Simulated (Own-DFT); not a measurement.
## Calculated data, Hf32O63 (monoclinic hafnia with one neutral oxygen vacancy, atoms displaced)

Computed with Own-DFT development build. A calculation, not a measurement: plane-wave PBE and HSE06 DFT by an unreviewed code, no spin, of a simulated cell at Gamma alone, so results move with cell size and shape, stress positive in tension, energies less offsets, not probed for a lower state with spin; hafnium file: forces about 75 meV/angstrom off all-electron values; oxygen file: force components 24 meV/angstrom off all-electron in a glass; k mesh not checked against a denser one; forces and stress are PBE's, HSE06 gives the energy alone, and its difference from PBE has offsets of its own; offsets are fitted by least squares, one for each functional and potential file, so energies compare only between cells with the same atoms and settings and are not formation energies; the far tail of each file's local potential was reset to the Coulomb form; each entry is a single point on an unrelaxed cell, so the pressure reflects the starting lattice, mostly measured values, from which strain is counted, and rises with the displacements; printed positions are rounded, which can move forces by about a meV/angstrom; the program is a retired in-house code; no spin-orbit coupling.

Entry: Hf32O63 (monoclinic hafnia with one neutral oxygen vacancy, atoms displaced)

```
Hf32O63
1.0
     10.2340     0.0000     0.0000
      0.0000    10.3500     0.0000
     -1.6955     0.0000    10.4453
Hf O Hf O Hf O Hf O Hf O Hf O Hf O Hf O
4 8 4 8 4 8 4 8 4 8 4 8 4 7 4 8
Direct
  0.14402 0.02247 0.10367
  0.37236 0.26888 0.14389
  0.36209 0.48573 0.39986
  0.12933 0.22984 0.35065
  0.04414 0.17206 0.17999
  0.46065 0.41338 0.08144
  0.46125 0.33278 0.31994
  0.02619 0.08482 0.41896
  0.23479 0.38705 0.23750
  0.27741 0.12794 0.00868
  0.27273 0.11796 0.26213
  0.22735 0.37014 0.49795
  0.14561 0.02356 0.60704
  0.36164 0.26297 0.64527
  0.36351 0.48543 0.88831
  0.13582 0.21988 0.85309
  0.02882 0.16272 0.67383
  0.46379 0.40863 0.58466
  0.46109 0.33840 0.82872
  0.02899 0.09059 0.91930
  0.22205 0.38104 0.73795
  0.28585 0.13448 0.51352
  0.26988 0.12167 0.76244
  0.22264 0.36840 0.99173
  0.14399 0.51998 0.10646
  0.36935 0.77057 0.15304
  0.36491 0.97609 0.38719
  0.13954 0.72865 0.34745
  0.03901 0.65614 0.17135
  0.47892 0.91253 0.07429
  0.45925 0.83633 0.32132
  0.03435 0.58569 0.41986
  0.22169 0.87510 0.24153
  0.27188 0.62852 0.01395
  0.27249 0.61934 0.25747
  0.23345 0.87106 0.49847
  0.13794 0.51986 0.60411
  0.35789 0.76817 0.64893
  0.36063 0.97844 0.89640
  0.14168 0.73647 0.85597
  0.03277 0.66517 0.68376
  0.46140 0.91116 0.57708
  0.45989 0.83580 0.83144
  0.03553 0.58664 0.91970
  0.22495 0.87627 0.74268
  0.28337 0.62538 0.51705
  0.26720 0.61371 0.75571
  0.23209 0.87490 0.99715
  0.63763 0.02433 0.11066
  0.86620 0.27292 0.13858
  0.85772 0.47757 0.39753
  0.64334 0.23916 0.35249
  0.53780 0.16977 0.17130
  0.95694 0.40907 0.07213
  0.96156 0.34085 0.31832
  0.53245 0.07860 0.41839
  0.72130 0.38607 0.23970
  0.76917 0.12807 0.00764
  0.77515 0.13132 0.25579
  0.72181 0.36109 0.49260
  0.64000 0.03252 0.60727
  0.86683 0.26369 0.65008
  0.85403 0.48000 0.89483
  0.64077 0.23067 0.85347
  0.53526 0.16570 0.67234
  0.97317 0.41397 0.58728
  0.96758 0.34054 0.82231
  0.53435 0.08498 0.93072
  0.72832 0.38570 0.74309
  0.77135 0.12708 0.50882
  0.77014 0.12262 0.75693
  0.72618 0.37820 0.98082
  0.63782 0.51375 0.10797
  0.85990 0.77517 0.14552
  0.86437 0.98355 0.40181
  0.64103 0.73008 0.35442
  0.96138 0.92033 0.07536
  0.97507 0.83251 0.32865
  0.53753 0.58225 0.42118
  0.71957 0.88098 0.23913
  0.77579 0.63055 0.01722
  0.77670 0.61602 0.25683
  0.73054 0.86795 0.49338
  0.64420 0.51057 0.60890
  0.85552 0.77220 0.64697
  0.86549 0.98895 0.89340
  0.64156 0.73379 0.85348
  0.53434 0.67608 0.67493
  0.97278 0.91887 0.57248
  0.96161 0.83114 0.82537
  0.53421 0.57891 0.92746
  0.72083 0.88143 0.74659
  0.76899 0.62753 0.50565
  0.77418 0.61493 0.75438
  0.71838 0.88318 0.98965
```

```
first functional                 : PBE
second functional                : HSE06
exact exchange share             : 0.25
screening                        : 0.11 1/bohr
exchange divergence              : Gygi-Baldereschi
potential files                  : PseudoDojo norm-conserving, scalar-relativistic, made for PBE, standard set
wave cutoff                      : 48 hartree
occupations                      : fixed
k mesh                           : 1 x 1 x 1 centred on Gamma
PBE energy of cell above offsets : -89.855 eV
HSE06 less PBE above offsets     : 0.104 eV
PBE pressure                     : 5.24 GPa
PBE stress xx                    : -4.91 GPa
PBE stress yy                    : -5.35 GPa
PBE stress zz                    : -5.45 GPa
PBE stress yz                    : -0.06 GPa
PBE stress xz                    : 0.03 GPa
PBE stress xy                    : 0.05 GPa
```

Force:
```
element  x (eV/Å)  y (eV/Å)  z (eV/Å)
     Hf    -0.409    -0.486     0.857
     Hf    -2.723     0.637     0.056
     Hf     0.089    -1.465    -0.378
     Hf     1.897     0.989     1.409
      O    -1.045    -0.622    -2.173
      O     1.738     1.787    -0.678
      O     1.166     0.105     1.703
      O     1.899     1.275     0.695
      O    -1.033    -1.092     0.961
      O     -0.54    -0.546     0.151
      O     0.084    -0.038    -0.423
      O    -0.432     0.017    -1.503
     Hf     0.016    -1.367    -1.347
     Hf    -0.975     2.694      0.66
     Hf    -1.866    -1.432     1.252
     Hf     1.175     4.638     0.596
      O     0.947    -0.989    -0.211
      O     1.575     1.251    -0.697
      O     1.498    -1.403     0.021
      O     0.177    -0.757     1.185
      O     0.171     -1.04      0.14
      O    -1.578    -1.601    -0.876
      O     0.542    -0.674     -0.38
      O     0.088    -0.414    -0.868
     Hf    -0.244    -0.872    -1.853
     Hf    -0.169    -0.679    -2.132
     Hf    -1.154     1.017     2.942
     Hf    -0.419    -0.418     1.335
      O    -1.845     1.784     0.315
      O    -2.003    -1.154     0.706
      O     2.213    -1.611     0.377
      O    -0.504    -0.628      0.44
      O     0.155     0.633    -0.791
      O     1.159     0.694    -0.214
      O     1.199     0.724     0.756
      O     -1.22     0.158    -1.242
     Hf    -0.122     0.182      0.49
     Hf     1.134     0.554    -0.541
     Hf     1.461       0.2     0.804
     Hf    -1.573    -2.441     0.209
      O    -0.379     0.341     -1.47
      O     1.429     1.175    -0.018
      O     0.899    -0.946    -0.044
      O    -0.529      -0.2     0.558
      O    -0.677      1.04    -0.031
      O    -0.274     0.094    -1.066
      O     0.736     1.499     0.777
      O    -0.526     0.176    -0.329
     Hf     0.779    -0.288     -1.19
     Hf    -1.008    -1.041     0.764
     Hf     1.566     1.304      0.29
     Hf    -2.052    -2.066    -0.791
      O     0.226    -0.103     0.345
      O     1.883     1.551    -0.222
      O     0.156    -0.214     0.697
      O     1.285     1.051     0.149
      O     0.263    -1.494     0.529
      O     1.221     1.084    -0.229
      O     0.362    -0.656     1.085
      O     0.676     1.491     0.646
     Hf    -1.867    -3.469    -1.749
     Hf     0.135     2.348    -0.194
     Hf     3.406     1.225    -0.027
     Hf    -2.237     0.072     0.909
      O    -0.016     0.451     0.728
      O    -1.854    -0.582    -1.639
      O     -0.35    -0.953     0.348
      O    -0.092     1.013      -1.4
      O     -0.42    -1.919    -0.275
      O     0.667     0.133     0.089
      O     0.896     0.471     0.422
      O    -1.647    -1.435     1.012
     Hf    -1.011     2.057    -0.906
     Hf     0.455    -0.483     0.031
     Hf    -0.561    -1.368    -1.046
     Hf    -0.288      -0.6    -0.064
      O     0.872     0.415     0.108
      O    -1.736     0.873    -0.727
      O     -0.23    -0.069    -0.019
      O     0.901     -0.45     0.884
      O    -0.058     0.277    -0.969
      O    -0.638     0.842     0.639
      O    -0.318     0.436    -0.069
     Hf    -2.184     2.069    -1.074
     Hf     1.727    -0.527       0.1
     Hf    -1.824    -2.714     0.796
     Hf    -1.473      0.12     0.663
      O     1.162    -1.613     0.035
      O    -0.656    -0.514     0.917
      O    -0.283      1.36     0.531
      O     0.994     1.202    -0.276
      O     0.499      0.33    -0.864
      O     0.794    -0.489     0.697
      O    -0.283     1.286     0.405
      O     0.951    -1.203    -0.223
```
